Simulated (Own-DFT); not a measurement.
## Calculated data, Al$_{3}$GaN$_{4}$ (wurtzite random alloy, strained, atoms displaced)

All values are calculated (Own-DFT development build). A calculation, not a measurement: plane-wave PBE density functional theory by an unreviewed code, no spin, of a simulated periodic cell, stress positive in tension, free energy of the whole cell less one offset for each atom, forces on such cells passed a denser k mesh, this cell's mesh not checked; offsets are fitted by least squares, one for each functional and potential file, so energies compare only between cells with the same atoms and settings and are not formation energies; the far tail of each file's local potential was reset to the Coulomb form; each entry is a single point on an unrelaxed cell, so the pressure reflects the starting lattice, mostly measured values, from which strain is counted, and rises with the displacements; printed positions are rounded, which can move forces by about a meV/angstrom; the program is a retired in-house code; no spin-orbit coupling.

Common to all runs: functional PBE; potential files PseudoDojo norm-conserving, scalar-relativistic, standard set; wave cutoff 42 hartree; occupations Fermi-Dirac; smearing width 0.1 eV; k mesh 4 x 4 x 3 centred on Gamma.

(1) Al$_{3}$GaN$_{4}$ (wurtzite random alloy, strained, atoms displaced)

```
Al3GaN4
1.0
      9.5581     0.0000     0.0000
     -4.7791     8.2776     0.0000
      0.0000     0.0000    10.0655
Al N Al Ga N Al Ga N Al N Al N Ga Al N Al N Ga N Al N Al N Al N Al N Al Ga N Al N Ga Al N Al N Al N Ga N
2 2 1 1 2 1 1 2 2 2 2 2 1 1 2 2 2 2 2 2 2 2 2 2 2 2 2 1 1 2 2 2 1 1 2 2 2 2 2 2 2
Direct
  0.11334 0.21615 0.01071
  0.22193 0.09302 0.25273
  0.11599 0.23111 0.18501
  0.22425 0.11395 0.44838
  0.10563 0.22140 0.49640
  0.22206 0.11056 0.74991
  0.09807 0.21771 0.69050
  0.22571 0.11380 0.94223
  0.11357 0.55119 0.99548
  0.22339 0.44057 0.25419
  0.09909 0.54347 0.18938
  0.23206 0.44410 0.43869
  0.10516 0.54297 0.50434
  0.22429 0.45123 0.75211
  0.11369 0.56172 0.69511
  0.21983 0.44805 0.94643
  0.11971 0.88364 0.00301
  0.22219 0.77701 0.25440
  0.11173 0.89125 0.19573
  0.22196 0.78740 0.43363
  0.12032 0.88678 0.49871
  0.21749 0.77815 0.74701
  0.10388 0.88464 0.69304
  0.22519 0.78540 0.93566
  0.44185 0.22359 0.99748
  0.55217 0.10454 0.24072
  0.45297 0.22183 0.17815
  0.55929 0.10694 0.44464
  0.44714 0.21500 0.50715
  0.55876 0.10881 0.74681
  0.44807 0.22549 0.68473
  0.55563 0.10931 0.93088
  0.44495 0.55823 0.99211
  0.55630 0.45070 0.24430
  0.44154 0.54999 0.18799
  0.55576 0.44699 0.43141
  0.45034 0.54447 0.49784
  0.56153 0.44357 0.75128
  0.44489 0.55505 0.68939
  0.55574 0.44492 0.94068
  0.44463 0.88910 0.99529
  0.55451 0.77977 0.24610
  0.44401 0.87891 0.19122
  0.55401 0.78429 0.43933
  0.44263 0.89441 0.50159
  0.56615 0.77153 0.74753
  0.44490 0.88265 0.67974
  0.55512 0.77346 0.94511
  0.79228 0.22659 0.99980
  0.89519 0.10863 0.25369
  0.79056 0.22764 0.19508
  0.89257 0.11160 0.44217
  0.78601 0.23251 0.49745
  0.88857 0.10503 0.74473
  0.77054 0.21658 0.68609
  0.87868 0.11511 0.94250
  0.77951 0.55289 0.00033
  0.89227 0.44415 0.24955
  0.78348 0.55381 0.18328
  0.88844 0.44860 0.43740
  0.77734 0.55682 0.49229
  0.88593 0.43375 0.74970
  0.77664 0.55336 0.69328
  0.89325 0.44815 0.93268
  0.76550 0.88068 0.00505
  0.88941 0.78327 0.24476
  0.77493 0.87739 0.19632
  0.88988 0.78819 0.43916
  0.78096 0.89242 0.49649
  0.88448 0.77137 0.74961
  0.77413 0.88126 0.69187
  0.89445 0.77682 0.94504
```

* free energy of cell above offsets: -17.203 eV
* pressure: -0.09 GPa
* stress xx: 1.35 GPa
* stress yy: 3.65 GPa
* stress zz: -4.73 GPa
* stress yz: -0.7 GPa
* stress xz: 0.99 GPa
* stress xy: 0.56 GPa

Force:
| element | x (eV/Å) | y (eV/Å) | z (eV/Å) |
| --- | --- | --- | --- |
| Al | -0.989 | 0.533 | -3.019 |
| Al | -0.162 | 3.808 | 0.467 |
| N | 1.283 | -2.628 | 2.112 |
| N | -0.556 | 0.06 | -1.678 |
| Al | 1.558 | 0.114 | 0.893 |
| Ga | -0.434 | 0.136 | -0.291 |
| N | 1.047 | 1.577 | -0.469 |
| N | -0.426 | -0.665 | 0.758 |
| Al | -1.452 | 0.999 | 0.789 |
| Ga | -0.363 | 1.066 | -1.348 |
| N | 1.006 | 2.304 | -0.268 |
| N | -1.485 | -0.327 | 2.274 |
| Al | 0.576 | 1.619 | -0.638 |
| Al | 0.184 | -0.961 | 0.047 |
| N | -0.161 | -1.321 | -0.919 |
| N | 1.531 | -0.964 | -1.346 |
| Al | -1.893 | 0.931 | -0.309 |
| Al | 0.106 | -1.069 | -1.619 |
| N | 0.568 | -1.727 | -1.2 |
| N | 2.704 | -2.399 | 0.884 |
| Ga | -3.045 | 0.924 | 0.946 |
| Al | 0.864 | 0.719 | 0.027 |
| N | 1.43 | 0.23 | -0.215 |
| N | 1.141 | -1.303 | 0.537 |
| Al | 1.125 | -0.067 | -0.957 |
| Al | 0.958 | 0.846 | 1.004 |
| N | -0.821 | -0.453 | 2.159 |
| N | 0.301 | 0.791 | -1.678 |
| Ga | -0.209 | 0.807 | -2.921 |
| Ga | -0.901 | -0.982 | -0.599 |
| N | -0.301 | 0.475 | 3.033 |
| N | 0.064 | 0.334 | 2.893 |
| Al | -0.035 | -1.196 | 1.277 |
| Al | 0.932 | -0.969 | -0.5 |
| N | 0.533 | 1.405 | -0.656 |
| N | 1.474 | -0.297 | 0.354 |
| Al | -1.591 | 2.187 | 0.228 |
| Al | -0.782 | -0.089 | -0.135 |
| N | 0.504 | -0.783 | 0.33 |
| N | -0.771 | -0.383 | -0.592 |
| Al | 0.095 | 0.169 | -0.053 |
| Al | 0.711 | -1.448 | 1.345 |
| N | -1.417 | 1.187 | -1.088 |
| N | -0.036 | -1.288 | -0.36 |
| Al | 1.098 | -1.122 | -1.385 |
| Al | -2.401 | 0.231 | -0.039 |
| N | -0.464 | -0.64 | 2.452 |
| N | -0.58 | 0.475 | -1.18 |
| Al | -2.877 | 0.915 | 0.655 |
| Ga | -0.457 | 0.086 | -0.975 |
| N | -1.629 | -0.978 | -0.806 |
| N | -0.668 | 1.589 | 0.515 |
| Al | -0.706 | -1.673 | -0.255 |
| Al | -1.364 | -0.186 | 1.212 |
| N | 2.398 | 1.231 | -0.534 |
| N | 3.449 | -2.179 | -0.815 |
| Ga | 0.057 | 0.124 | -1.158 |
| Al | -0.94 | -0.133 | -0.385 |
| N | -0.631 | 0.371 | 2.929 |
| N | 0.662 | -0.034 | 0.714 |
| Al | -0.416 | 0.732 | 0.691 |
| Al | -0.47 | 0.955 | -0.475 |
| N | 0.511 | -1.375 | -1.504 |
| N | 0.916 | -1.035 | 0.792 |
| Al | 1.794 | 1.18 | -0.442 |
| Al | 1.143 | -1.648 | 0.868 |
| N | -1.182 | 1.036 | -1.344 |
| N | 1.532 | -2.089 | -0.931 |
| Ga | -1.322 | -0.74 | 0.471 |
| Ga | 0.313 | 0.348 | 0.728 |
| N | 0.08 | 1.412 | 0.196 |
| N | -0.709 | 1.246 | 0.505 |

(2) Al$_{3}$GaN$_{4}$ (wurtzite random alloy, strained, atoms displaced)

```
Al3GaN4
1.0
      9.5581     0.0000     0.0000
     -4.7791     8.2776     0.0000
      0.0000     0.0000    10.0655
Al N Al N Al N Ga Al N Ga N Ga N Al N Al Ga N Al N Al N Al Ga N Al N Al Ga N Al N Al Ga N Al N Al N Al N
2 2 2 2 2 2 1 1 2 2 2 2 2 2 2 1 1 2 2 2 2 2 1 1 2 2 2 1 1 2 2 2 1 1 2 2 2 2 2 2 2
Direct
  0.11874 0.22725 0.00320
  0.21733 0.10735 0.24576
  0.12215 0.22469 0.18811
  0.21763 0.10577 0.44425
  0.12049 0.21811 0.49718
  0.23273 0.10678 0.75708
  0.10916 0.21333 0.69399
  0.23169 0.10851 0.93707
  0.10669 0.55376 0.99810
  0.22620 0.44578 0.24896
  0.11261 0.55482 0.20020
  0.22144 0.44202 0.43729
  0.11058 0.56114 0.49433
  0.21895 0.44293 0.74330
  0.12240 0.55329 0.68814
  0.22181 0.44653 0.94789
  0.10738 0.88044 0.00750
  0.21977 0.77818 0.24799
  0.10925 0.88825 0.18659
  0.21804 0.76860 0.44550
  0.10846 0.88491 0.50323
  0.22370 0.77712 0.74642
  0.10199 0.88195 0.69384
  0.22443 0.77814 0.94297
  0.44044 0.21453 0.01250
  0.55159 0.11450 0.25189
  0.44799 0.23763 0.18764
  0.55055 0.10835 0.45134
  0.44396 0.22058 0.49940
  0.55701 0.10922 0.74753
  0.44887 0.23416 0.70190
  0.54820 0.10656 0.94141
  0.43991 0.55421 0.99833
  0.54771 0.43978 0.25626
  0.43248 0.54265 0.18675
  0.56804 0.44873 0.43837
  0.43821 0.55597 0.50435
  0.54971 0.43621 0.75298
  0.44240 0.55636 0.69214
  0.55283 0.44260 0.94569
  0.44349 0.89087 0.99157
  0.55519 0.77467 0.25799
  0.44249 0.88062 0.19168
  0.55773 0.77742 0.44292
  0.44455 0.88874 0.50031
  0.55397 0.77025 0.75046
  0.44497 0.87710 0.69609
  0.54847 0.77415 0.94242
  0.77787 0.22345 0.99666
  0.88462 0.11042 0.25123
  0.78032 0.22009 0.18688
  0.89280 0.11608 0.43912
  0.76567 0.22273 0.50047
  0.88464 0.11136 0.74730
  0.77874 0.22880 0.69350
  0.88945 0.10882 0.94183
  0.77570 0.54339 0.00834
  0.89498 0.44739 0.24545
  0.77250 0.55503 0.19584
  0.89162 0.44079 0.45304
  0.77743 0.55000 0.49778
  0.89591 0.44833 0.75055
  0.80028 0.56253 0.68344
  0.88092 0.45084 0.93730
  0.77001 0.89026 0.00315
  0.87922 0.77355 0.24855
  0.78017 0.88737 0.19070
  0.87997 0.78072 0.44672
  0.77446 0.89453 0.49868
  0.89298 0.77745 0.74977
  0.78327 0.89043 0.69214
  0.87401 0.77144 0.93970
```

* free energy of cell above offsets: -17.901 eV
* pressure: -0.72 GPa
* stress xx: 2.88 GPa
* stress yy: 2.15 GPa
* stress zz: -2.89 GPa
* stress yz: -0.24 GPa
* stress xz: -0.01 GPa
* stress xy: 0.42 GPa

Force:
| element | x (eV/Å) | y (eV/Å) | z (eV/Å) |
| --- | --- | --- | --- |
| Al | -0.165 | -0.964 | -1.293 |
| Al | 0.314 | 0.304 | 0.626 |
| N | -0.844 | -0.075 | 0.544 |
| N | 1.81 | 0.796 | -1.444 |
| Al | -2.388 | 0.717 | 1.057 |
| Al | -1.875 | -0.031 | -1.045 |
| N | 0.345 | 0.797 | -0.459 |
| N | -1.072 | 0.367 | 1.963 |
| Al | 0.47 | 0.351 | 0.359 |
| Al | -0.613 | -0.744 | 0.173 |
| N | 0.636 | -0.228 | -2.088 |
| N | 1.106 | -0.289 | 0.374 |
| Ga | 1.012 | -2.66 | 1.204 |
| Al | 1.192 | -1.195 | 1.238 |
| N | -1.797 | -0.226 | 0.765 |
| N | -0.635 | -0.349 | -1.287 |
| Ga | -1.106 | 0.339 | -3.206 |
| Ga | 0.474 | -0.001 | 0.484 |
| N | -0.828 | 0.259 | 3.061 |
| N | 0.665 | 3.462 | -0.82 |
| Ga | -0.882 | -0.543 | -0.119 |
| Ga | -0.527 | -0.556 | 0.698 |
| N | 1.714 | 1.728 | 0.353 |
| N | 0.07 | -1.061 | 0.188 |
| Al | 0.002 | 1.101 | -3.296 |
| Al | 0.716 | -0.568 | -0.555 |
| N | 0.592 | -3.027 | 2.49 |
| N | -0.341 | -0.087 | -1.5 |
| Al | -0.774 | 0.869 | 0.898 |
| Ga | -0.367 | 0.049 | 0.579 |
| N | 0.113 | -2.861 | -2.774 |
| N | 0.81 | 0.828 | 1.042 |
| Al | 0.749 | 0.047 | 0.217 |
| Al | 0.084 | 1.809 | -1.019 |
| N | 1.355 | 1.178 | 0.731 |
| N | -2.057 | -1.378 | 1.039 |
| Al | 0.92 | -0.188 | -0.58 |
| Al | 0.798 | 3.18 | 0.981 |
| N | 0.648 | -0.895 | -0.08 |
| N | 0.193 | -0.412 | -0.213 |
| Al | 0.437 | -0.89 | 1.148 |
| Ga | 0.055 | -0.66 | -1.885 |
| N | -0.522 | 2.258 | -0.44 |
| N | -0.964 | -0.009 | 1.593 |
| Al | -0.003 | -1.077 | 0.515 |
| Al | 1.008 | 0.737 | 0.56 |
| N | 0.007 | 1.37 | -1.607 |
| N | 0.293 | 0.349 | -0.246 |
| Al | 0.068 | -0.536 | -0.365 |
| Ga | 1.361 | 0.043 | -0.403 |
| N | -2.055 | 0.197 | -0.082 |
| N | -0.723 | -0.162 | 1.501 |
| Al | 2.568 | 0.41 | 0.59 |
| Al | 1.054 | -0.297 | 0.42 |
| N | 0.839 | -0.422 | -0.466 |
| N | -0.421 | 0.836 | 0.037 |
| Al | -2.818 | 2.036 | -0.885 |
| Ga | -1.048 | -0.726 | 1.552 |
| N | 0.082 | -0.209 | -0.176 |
| N | -1.779 | -0.507 | -1.803 |
| Al | 0.592 | 1.542 | 0.572 |
| Al | -0.125 | 0.314 | -0.899 |
| N | -2.006 | -0.725 | 0.876 |
| N | 2.598 | -1.374 | 0.613 |
| Al | 0.8 | -0.607 | -0.938 |
| Al | 0.777 | 0.376 | 0.943 |
| N | -0.493 | -0.22 | -0.2 |
| N | 0.69 | -0.837 | -1.571 |
| Al | 1.128 | 0.029 | 0.858 |
| Al | -1.375 | -0.638 | 0.49 |
| N | -1.246 | -0.257 | -0.298 |
| N | 0.703 | -0.182 | 0.709 |

(3) Al$_{3}$GaN$_{4}$ (wurtzite random alloy, strained, atoms displaced)

```
Al3GaN4
1.0
      9.5581     0.0000     0.0000
     -4.7791     8.2776     0.0000
      0.0000     0.0000    10.0655
Al N Al N Ga N Al Ga N Al Ga N Al N Al N Al N Al N Al N Al Ga N Ga Al N Al Ga N Al Ga N Al N Al N Al N Ga Al N
2 2 2 2 2 2 1 1 2 1 1 2 2 2 2 2 2 2 2 2 2 2 1 1 2 1 1 2 1 1 2 1 1 2 2 2 2 2 2 2 1 1 2
Direct
  0.11716 0.22362 0.99618
  0.23134 0.11817 0.24707
  0.10729 0.22507 0.18774
  0.20800 0.08563 0.43820
  0.09955 0.21028 0.50028
  0.22387 0.11354 0.75272
  0.11327 0.22120 0.69366
  0.21914 0.09963 0.94697
  0.11848 0.56037 0.00682
  0.22199 0.44494 0.25132
  0.09918 0.54447 0.19008
  0.21589 0.45554 0.43258
  0.09986 0.55358 0.50823
  0.22812 0.44460 0.74570
  0.10668 0.55918 0.70246
  0.23291 0.45651 0.93707
  0.10842 0.88634 0.99962
  0.21366 0.77278 0.24929
  0.11132 0.88090 0.19455
  0.22438 0.77734 0.43975
  0.10105 0.87736 0.50654
  0.21838 0.77342 0.75071
  0.11697 0.89451 0.70020
  0.22507 0.78296 0.94159
  0.44169 0.22235 0.99417
  0.56286 0.11476 0.25049
  0.43690 0.21623 0.18671
  0.55611 0.10200 0.44207
  0.44436 0.22497 0.49794
  0.55887 0.11186 0.75017
  0.42706 0.21709 0.70059
  0.55155 0.11283 0.94272
  0.44029 0.55498 0.00495
  0.55980 0.44208 0.24839
  0.44946 0.55812 0.18598
  0.55607 0.44546 0.44321
  0.45134 0.56241 0.49652
  0.55506 0.45415 0.74757
  0.43488 0.55860 0.68986
  0.55549 0.45229 0.95044
  0.43980 0.88393 0.99857
  0.55350 0.77617 0.26379
  0.43537 0.89020 0.18990
  0.56059 0.77986 0.43843
  0.44911 0.89873 0.49681
  0.55121 0.78031 0.75680
  0.44354 0.87206 0.69188
  0.55869 0.77837 0.94094
  0.76855 0.21110 0.00409
  0.88188 0.10368 0.25126
  0.78466 0.22563 0.18351
  0.88417 0.10882 0.43946
  0.76430 0.21667 0.49465
  0.88226 0.10293 0.73814
  0.78274 0.22699 0.69005
  0.89281 0.11105 0.94085
  0.77638 0.55128 0.00040
  0.89944 0.45646 0.24885
  0.78077 0.56139 0.18632
  0.88325 0.44272 0.43624
  0.77138 0.55445 0.50226
  0.88536 0.42918 0.75326
  0.77010 0.54301 0.69003
  0.89188 0.43935 0.93957
  0.77532 0.88574 0.00267
  0.89233 0.78205 0.25368
  0.76787 0.88613 0.19603
  0.88144 0.76630 0.44499
  0.77873 0.88840 0.49896
  0.88441 0.77077 0.74932
  0.78197 0.89347 0.68807
  0.89196 0.78844 0.94025
```

* free energy of cell above offsets: -16.706 eV
* pressure: -0.34 GPa
* stress xx: 2.52 GPa
* stress yy: 2.39 GPa
* stress zz: -3.88 GPa
* stress yz: 0.16 GPa
* stress xz: 0.09 GPa
* stress xy: -1.31 GPa

Force:
| element | x (eV/Å) | y (eV/Å) | z (eV/Å) |
| --- | --- | --- | --- |
| Al | -0.932 | -0.022 | 0.14 |
| Al | -1.872 | -1.886 | 0.223 |
| N | 1.594 | -1.024 | -0.114 |
| N | -0.021 | 2.998 | 0.163 |
| Al | 1.032 | 1.172 | -0.39 |
| Al | -1.58 | -1.462 | 0.927 |
| N | 0.077 | -0.502 | -1.284 |
| N | -0.364 | 1.954 | -0.724 |
| Ga | -0.697 | -0.556 | -1.907 |
| Ga | 0.121 | -0.074 | -1.244 |
| N | 1.381 | 1.546 | 0.525 |
| N | 1.33 | -1.137 | 3.461 |
| Al | 0.935 | 0.473 | -0.571 |
| Ga | -2.278 | -0.399 | 0.804 |
| N | -0.331 | -1.011 | -1.907 |
| N | 0.259 | -1.788 | 0.981 |
| Al | 0.201 | -0.418 | 0.496 |
| Ga | 1.317 | -0.316 | 0.434 |
| N | -2.611 | 1.76 | -1.178 |
| N | -1.268 | -0.799 | 1.68 |
| Al | 1.038 | 0.118 | -0.116 |
| Al | 0.286 | 0.842 | 0.553 |
| N | -0.715 | -1.359 | -1.136 |
| N | -0.193 | -0.018 | -0.292 |
| Al | 0.003 | 0.131 | 0.373 |
| Al | -0.705 | -0.707 | -1.31 |
| N | 1.869 | 1.461 | 0.793 |
| N | -1.571 | 3.713 | -1.205 |
| Al | -0.928 | -1.347 | 0.783 |
| Al | -0.801 | -0.519 | 0.381 |
| N | 3.411 | 1.806 | -1.814 |
| N | 0.63 | -0.531 | -0.603 |
| Al | 0.745 | 0.893 | -0.865 |
| Al | -0.588 | 0.388 | -0.813 |
| N | 0.197 | -0.729 | 1.582 |
| N | -0.413 | -0.608 | -0.55 |
| Al | -1.759 | -0.646 | 0.389 |
| Al | -0.401 | -1.174 | 1.051 |
| N | 3.544 | 1.299 | -1.258 |
| N | 0.33 | -0.962 | -1.577 |
| Al | 0.287 | 0.722 | 0.491 |
| Ga | -1.063 | -0.067 | -4.227 |
| N | 1.471 | 0.554 | -0.015 |
| N | -0.522 | -0.727 | 3.235 |
| Ga | -0.323 | -3.913 | 1.29 |
| Al | 1.767 | -0.888 | -0.462 |
| N | -2.028 | 2.699 | 0.108 |
| N | -0.588 | 0.023 | 0.487 |
| Al | 1.187 | 1.078 | -1.652 |
| Ga | 0.534 | 1.203 | -1.014 |
| N | -1.744 | 0.225 | 2.128 |
| N | -0.39 | 0.874 | 1.275 |
| Al | 2.292 | 1.466 | 0.686 |
| Ga | 0.728 | 1.872 | 2.481 |
| N | -1.61 | -1.661 | -1.505 |
| N | -0.639 | -0.325 | 0.269 |
| Al | 0.469 | 0.697 | -0.66 |
| Al | -2.053 | -1.942 | -0.073 |
| N | 0.2 | -0.442 | 1.196 |
| N | -0.387 | -0.141 | 0.868 |
| Al | 1.05 | -0.802 | -0.162 |
| Al | -0.232 | 2.373 | 0.721 |
| N | 0.052 | 0.943 | 0.352 |
| N | -1.461 | -0.27 | 0.466 |
| Al | 0.031 | 0.827 | -0.071 |
| Al | -0.278 | -0.392 | -0.645 |
| N | 1.993 | -0.603 | -0.965 |
| N | 0.674 | 0.59 | -0.393 |
| Ga | 0.073 | -0.155 | 0.012 |
| Al | 0.393 | 0.787 | 0.48 |
| N | -0.312 | -3.321 | 0.478 |
| N | 0.157 | -1.846 | -0.064 |

(4) Al$_{3}$GaN$_{4}$ (wurtzite random alloy, strained, atoms displaced)

```
Al3GaN4
1.0
      9.5581     0.0000     0.0000
     -4.7791     8.2776     0.0000
      0.0000     0.0000    10.0655
Al N Ga Al N Al Ga N Al N Al N Al N Al Ga N Al N Al N Al Ga N Al N Al N Ga Al N Al Ga N Al N Al Ga N Ga Al N Ga Al N
2 2 1 1 2 1 1 2 2 2 2 2 2 2 1 1 2 2 2 2 2 1 1 2 2 2 2 2 1 1 2 1 1 2 2 2 1 1 2 1 1 2 1 1 2
Direct
  0.11379 0.21956 0.98760
  0.21753 0.11093 0.25370
  0.12337 0.23002 0.19286
  0.23088 0.12157 0.44676
  0.10971 0.20908 0.50065
  0.22226 0.10955 0.75365
  0.09889 0.21524 0.68690
  0.21865 0.10321 0.94261
  0.11396 0.56381 0.00215
  0.21749 0.44561 0.24831
  0.11366 0.55924 0.20142
  0.22337 0.43974 0.43866
  0.11754 0.55997 0.50873
  0.21575 0.44485 0.74318
  0.10824 0.55731 0.69012
  0.21642 0.43975 0.93308
  0.11454 0.89329 0.00695
  0.21839 0.77241 0.24887
  0.11560 0.89619 0.18111
  0.23455 0.78551 0.44098
  0.10036 0.87959 0.50323
  0.21750 0.77728 0.75382
  0.12047 0.88431 0.68594
  0.21327 0.77164 0.94447
  0.44823 0.22049 0.99378
  0.56384 0.12554 0.24821
  0.44892 0.21832 0.17992
  0.55311 0.10545 0.44757
  0.44621 0.22585 0.49860
  0.55786 0.10640 0.74832
  0.45250 0.23523 0.68523
  0.54780 0.10956 0.93615
  0.44655 0.55268 0.00373
  0.55184 0.44125 0.25789
  0.43710 0.56295 0.19170
  0.55043 0.44112 0.43994
  0.44666 0.55634 0.49873
  0.54727 0.44103 0.75179
  0.44975 0.55607 0.69292
  0.56209 0.44938 0.93497
  0.44563 0.88127 0.99943
  0.54457 0.76630 0.24812
  0.44062 0.89524 0.19035
  0.55693 0.77620 0.44034
  0.44656 0.89673 0.50081
  0.55417 0.77449 0.75299
  0.45307 0.89749 0.68705
  0.56584 0.77005 0.93695
  0.76986 0.22242 0.00372
  0.88816 0.11210 0.25040
  0.77542 0.22731 0.18842
  0.88797 0.11247 0.43283
  0.77922 0.22028 0.51537
  0.89553 0.11058 0.75474
  0.77844 0.22531 0.69744
  0.89846 0.11834 0.93609
  0.77418 0.55465 0.99902
  0.88854 0.43661 0.24833
  0.77620 0.55219 0.18982
  0.89094 0.43642 0.44585
  0.77489 0.54987 0.50534
  0.88684 0.44411 0.75283
  0.78270 0.56092 0.70117
  0.88400 0.43087 0.94058
  0.77255 0.88915 0.00288
  0.88825 0.78077 0.25116
  0.78118 0.88930 0.19200
  0.88681 0.78560 0.43486
  0.77647 0.89781 0.49611
  0.89486 0.78017 0.74225
  0.78662 0.89246 0.68313
  0.90359 0.78560 0.93819
```

- free energy of cell above offsets: -16.449 eV
- pressure: 0.07 GPa
- stress xx: 4.05 GPa
- stress yy: 1.57 GPa
- stress zz: -5.82 GPa
- stress yz: -0.32 GPa
- stress xz: -0.56 GPa
- stress xy: -0.09 GPa

Force:
| element | x (eV/Å) | y (eV/Å) | z (eV/Å) |
| --- | --- | --- | --- |
| Al | -0.122 | 0.621 | 1.818 |
| Al | 1.231 | 0.203 | -0.534 |
| N | -1.341 | -1.933 | -1.403 |
| N | 1.21 | -2.73 | -1.515 |
| Ga | -1.659 | 1.822 | -0.663 |
| Al | 0.302 | 0.096 | -1.141 |
| N | 3.018 | 1.648 | 1.156 |
| N | 0.637 | 1.432 | -1.003 |
| Al | -0.123 | -2.459 | 0.113 |
| Ga | 0.576 | -0.407 | 0.869 |
| N | -1.738 | -0.269 | -2.161 |
| N | -0.256 | 1.156 | 1.887 |
| Al | 0.042 | -0.44 | -2.286 |
| Al | 0.877 | -0.255 | 0.272 |
| N | 1.109 | 0.649 | 0.679 |
| N | 0.605 | 1.001 | 0.798 |
| Al | -0.255 | -0.769 | -2.137 |
| Al | 0.022 | 2.041 | 0.596 |
| N | -0.272 | -0.818 | 3.749 |
| N | -1.801 | -1.138 | 0.016 |
| Al | 1.493 | 1.099 | -1.317 |
| Al | 1.399 | -0.182 | -0.206 |
| N | -1.681 | 1.025 | 0.686 |
| N | 1.204 | 1.231 | -0.588 |
| Al | -1.007 | 0.46 | 0.24 |
| Ga | -0.401 | -2.226 | 1.279 |
| N | -2.383 | 1.661 | 1.211 |
| N | 0.209 | 2.223 | -0.172 |
| Al | 0.546 | -0.623 | 0.41 |
| Al | -0.697 | 1.429 | -0.035 |
| N | -0.204 | -3.201 | 0.571 |
| N | 0.755 | -1.457 | -0.132 |
| Al | -0.456 | -0.545 | -0.951 |
| Al | 0.23 | 0.136 | -2.108 |
| N | 2.201 | -1.589 | -1.009 |
| N | 0.838 | 0.642 | 0.606 |
| Al | -0.595 | -0.049 | 0.262 |
| Ga | 1.252 | 1.172 | -0.492 |
| N | -2.449 | 0.684 | -1.094 |
| N | -0.833 | -0.95 | 2.715 |
| Al | -0.744 | 0.693 | 0.141 |
| Al | 0.076 | 3.138 | 0.98 |
| N | 1.222 | -1.446 | -0.559 |
| N | -1.425 | -0.404 | -0.444 |
| Al | 0.767 | -1.409 | -0.404 |
| Al | 0.754 | 0.591 | -1.593 |
| N | -0.278 | -1.837 | 1.314 |
| N | -3.005 | -0.218 | 0.332 |
| Ga | 0.909 | -1.06 | -1.427 |
| Al | 0.383 | 0.238 | -1.023 |
| N | 2.33 | -0.438 | 1.032 |
| N | -0.734 | 0.961 | 0.787 |
| Al | -0.069 | 0.024 | -2.037 |
| Ga | -2.001 | -0.837 | -0.979 |
| N | -0.145 | -1.23 | -0.38 |
| N | -0.821 | -0.809 | 2.464 |
| Al | 1.189 | 0.738 | -0.301 |
| Al | -0.585 | 1.62 | 1.086 |
| N | -0.197 | 0.266 | 0.563 |
| N | -0.725 | 0.882 | -0.177 |
| Al | 0.299 | 0.368 | -0.425 |
| Ga | 0.103 | 0.046 | 0.074 |
| N | -0.618 | 0.165 | -2.152 |
| N | -0.186 | 3.246 | 1.274 |
| Ga | 2.631 | 0.882 | -0.458 |
| Al | 0.663 | -0.519 | -1.234 |
| N | -1.175 | 0.079 | 0.795 |
| N | 1.531 | -1.498 | 1.007 |
| Ga | 0.092 | -0.754 | -0.182 |
| Al | -0.224 | 0.391 | 1.432 |
| N | -0.666 | -1.12 | 1.717 |
| N | -0.832 | -1.141 | -0.214 |
